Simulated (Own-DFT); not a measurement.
GaN (wurtzite, strained, atoms displaced) (calculated)

Computed with Own-DFT development build. A calculation, not a measurement: plane-wave PBE density functional theory by an unreviewed code, no spin, of a simulated periodic cell, stress positive in tension, free energy of the whole cell less one offset for each atom, forces on such cells passed a denser k mesh, this cell's mesh not checked; offsets are fitted by least squares, one for each functional and potential file, so energies compare only between cells with the same atoms and settings and are not formation energies; the far tail of each file's local potential was reset to the Coulomb form; each entry is a single point on an unrelaxed cell, so the pressure reflects the starting lattice, mostly measured values (interpolated for alloys), from which strain is counted, and rises with the displacements; printed positions are rounded, which can move forces by about a meV/angstrom; the program, named Own-DFT, is a retired in-house code; no spin-orbit coupling.

```xyz
96
Lattice="12.6195 0.2459 -0.1905 -4.5726 8.1167 -0.0543 -0.1549 -0.1574 10.1900" Properties=species:S:1:pos:R:3:force_x:R:1:force_y:R:1:force_z:R:1 formula=GaN functional=PBE potential_files=PseudoDojo_norm-conserving,scalar-relativistic,standard_set_with_the_stringent_files_for_Ga wave_cutoff=96 occupations=Gaussian smearing_width=0.01 k_mesh=3_x_4_x_3_centred_on_Gamma free_energy_of_cell_above_offsets=-1.178 pressure=15.26 stress_xx=-13.54 stress_yy=-14.47 stress_zz=-17.76 stress_yz=-3.83 stress_xz=-2.2 stress_xy=7.01
Ga    -0.1386     1.6574    10.0523     -1.704      0.571      1.234
Ga     1.4967     0.8626     2.5211      1.415      0.888      1.563
N     -0.0064     1.6848     1.9013     -1.123      1.341     -1.315
N      1.4413     0.8238     4.5070      0.931      1.356     -1.075
Ga    -0.0840     1.7454     5.2023      0.462      0.412     -2.182
Ga     1.4819     0.8447     7.6477      0.514      1.619      -1.02
N     -0.1490     1.7812     7.0338      0.659      -0.25      1.053
N      1.3804     0.7917     9.5259      1.615      0.818      0.029
Ga    -1.4728     4.4824    -0.0414      -0.46      1.331     -1.078
Ga    -0.0011     3.5087     2.5050      1.966       0.36      0.235
N     -1.3882     4.4906     1.8206     -2.876      0.099      0.988
N      0.0827     3.6391     4.4629     -1.164     -1.782     -0.784
Ga    -1.5083     4.4076     5.0919     -0.587      1.403     -1.486
Ga    -0.0697     3.6518     7.5709      1.575     -1.137      1.217
N     -1.5955     4.3951     6.9415     -2.002       1.63      0.703
N     -0.0489     3.5067     9.5283      0.142     -0.277     -0.976
Ga    -3.1507     7.1709    10.0978      -0.51     -1.678        0.4
Ga    -1.5624     6.3008     2.4374      1.499      0.136     -0.124
N     -3.0793     7.2523     1.8442     -0.266     -1.584     -0.428
N     -1.5024     6.3231     4.3284     -1.057     -1.052      1.237
Ga    -3.1087     7.1968     5.0420      0.698     -0.774     -0.118
Ga    -1.6040     6.3021     7.5488      0.631     -0.547       0.31
N     -3.1674     7.2230     6.9608     -0.286     -1.793      -0.18
N     -1.6013     6.2917     9.4681      0.166     -1.346      0.244
Ga     3.1936     1.9147     0.0007     -0.365      0.251     -1.047
Ga     4.7245     0.9574     2.4070      -0.13     -0.154      0.735
N      3.1087     1.8982     1.9122     -0.067      -2.42      -0.79
N      4.6750     0.9509     4.4045      0.499     -0.512     -1.138
Ga     3.1542     1.7623     5.0603     -2.057       0.58     -1.447
Ga     4.7168     0.8533     7.5986     -1.882      0.668     -0.391
N      3.0912     1.7480     6.8600     -0.328      0.436      3.206
N      4.5452     0.8838     9.4503      1.267     -0.102      1.397
Ga     1.6966     4.5932    -0.0628      0.269      -0.26     -2.154
Ga     3.1636     3.6171     2.4626     -0.441      2.082      0.551
N      1.5980     4.4932     1.7150      0.136       0.54      3.554
N      3.0797     3.5784     4.3843       1.68       0.41      0.041
Ga     1.5965     4.5466     5.0126      0.568      1.003     -0.106
Ga     3.0915     3.6661     7.6222      0.053     -1.645     -2.559
N      1.5507     4.5301     6.9405     -0.272     -0.238     -0.357
N      3.2131     3.5546     9.3923     -1.989     -0.632      2.947
Ga     0.1520     7.3628    -0.0908      0.076     -0.679     -0.473
Ga     1.6970     6.4344     2.4354     -0.395     -1.151     -1.585
N      0.0708     7.2315     1.8277     -0.386      0.487     -0.345
N      1.5957     6.4195     4.2668     -0.165     -0.901      2.168
Ga    -0.0243     7.2518     5.0146      1.065     -0.174     -0.944
Ga     1.6507     6.3439     7.4614      0.006       0.24      0.784
N      0.0181     7.1849     6.9080     -0.064     -0.289     -0.056
N      1.5411     6.2008     9.4166     -0.034      1.089     -0.281
Ga     6.4891     2.0268    -0.1112     -2.274     -0.842     -0.145
Ga     7.9041     1.0126     2.4042      0.199      1.005      0.405
N      6.3091     1.8572     1.7694     -0.282      1.416      0.968
N      7.7879     0.9401     4.3864       0.79      2.663      -1.23
Ga     6.2220     1.8424     4.9660      0.452      0.688      0.372
Ga     7.7528     0.9543     7.4422       1.88      1.105      1.968
N      6.1966     1.8188     6.9662     -0.063      0.844     -1.573
N      7.7654     0.9253     9.4736      0.879     -0.494      -1.48
Ga     4.8401     4.6250    -0.0772     -1.283      1.773     -0.352
Ga     6.3367     3.7621     2.3882     -0.207     -0.844     -0.203
N      4.7024     4.6216     1.7961      0.476     -1.367      0.388
N      6.3303     3.7552     4.3336      0.885     -1.528     -0.557
Ga     4.7893     4.4539     4.9923     -2.711      2.091      0.016
Ga     6.2485     3.6385     7.4935       0.14      0.374      0.668
N      4.6562     4.5410     6.9568       0.61     -0.481     -1.615
N      6.1380     3.6308     9.4581      2.908     -0.107     -1.135
Ga     3.1017     7.1756    10.0065     -0.313      0.804      -0.18
Ga     4.7666     6.3641     2.3869       0.05      2.024     -1.401
N      3.2021     7.4178     1.7034      0.413     -2.021      0.695
N      4.6582     6.4500     4.2055      2.028     -1.202      2.392
Ga     3.1509     7.3376     4.8922      0.162     -1.771      0.647
Ga     4.7647     6.3182     7.4635      0.002      1.633      1.008
N      3.2518     7.3513     6.8156     -0.865     -2.363      -0.01
N      4.6537     6.3245     9.4616       1.68     -0.495     -0.987
Ga     9.5609     2.0323    -0.1582     -3.175       0.88      0.009
Ga    11.0304     1.0781     2.3495     -0.045     -0.373     -0.666
N      9.4780     1.9816     1.6997     -0.423      0.257      1.588
N     11.0055     1.0405     4.2110     -0.351      0.712      1.822
Ga     9.4048     1.9318     4.9400     -0.016     -0.287     -0.512
Ga    10.9364     1.0118     7.3917      0.017      0.782      1.285
N      9.4044     1.9352     6.8547      -1.33     -0.201     -0.769
N     10.7497     1.0292     9.3294      4.537     -2.196     -0.654
Ga     7.8078     4.5591     9.9819      -0.14     -0.164     -0.253
Ga     9.5277     3.7973     2.3771      0.581     -0.071     -1.414
N      7.9246     4.6461     1.7039      0.153     -0.026      0.644
N      9.4936     3.7791     4.2456      0.391     -0.602      0.691
Ga     7.9290     4.6656     4.8194     -0.198     -0.279      1.144
Ga     9.3759     3.7395     7.4063       1.43     -0.358      0.639
N      7.8481     4.5891     6.8083     -1.042      0.053     -0.657
N      9.3727     3.6629     9.3341      0.241      0.734      0.189
Ga     6.5073     7.4351    -0.2078     -2.227      0.531     -0.002
Ga     7.9955     6.4639     2.2930     -0.291      0.808      0.041
N      6.3790     7.3618     1.7306     -0.012     -0.429      0.061
N      7.9983     6.4558     4.2665     -0.551      0.043     -0.686
Ga     6.3994     7.3537     4.7953     -1.446     -0.466      0.803
Ga     7.9236     6.3857     7.3579     -0.354      1.157      1.267
N      6.3193     7.3566     6.8723      0.266      -1.84     -1.734
N      7.8591     6.3779     9.4229      1.143      0.057     -1.652
```

Units: wave_cutoff in hartree; smearing_width, free_energy_of_cell_above_offsets in eV; pressure, stress_xx, stress_yy, stress_zz, stress_yz, stress_xz, stress_xy in GPa; force_x, force_y, force_z in eV/Å.
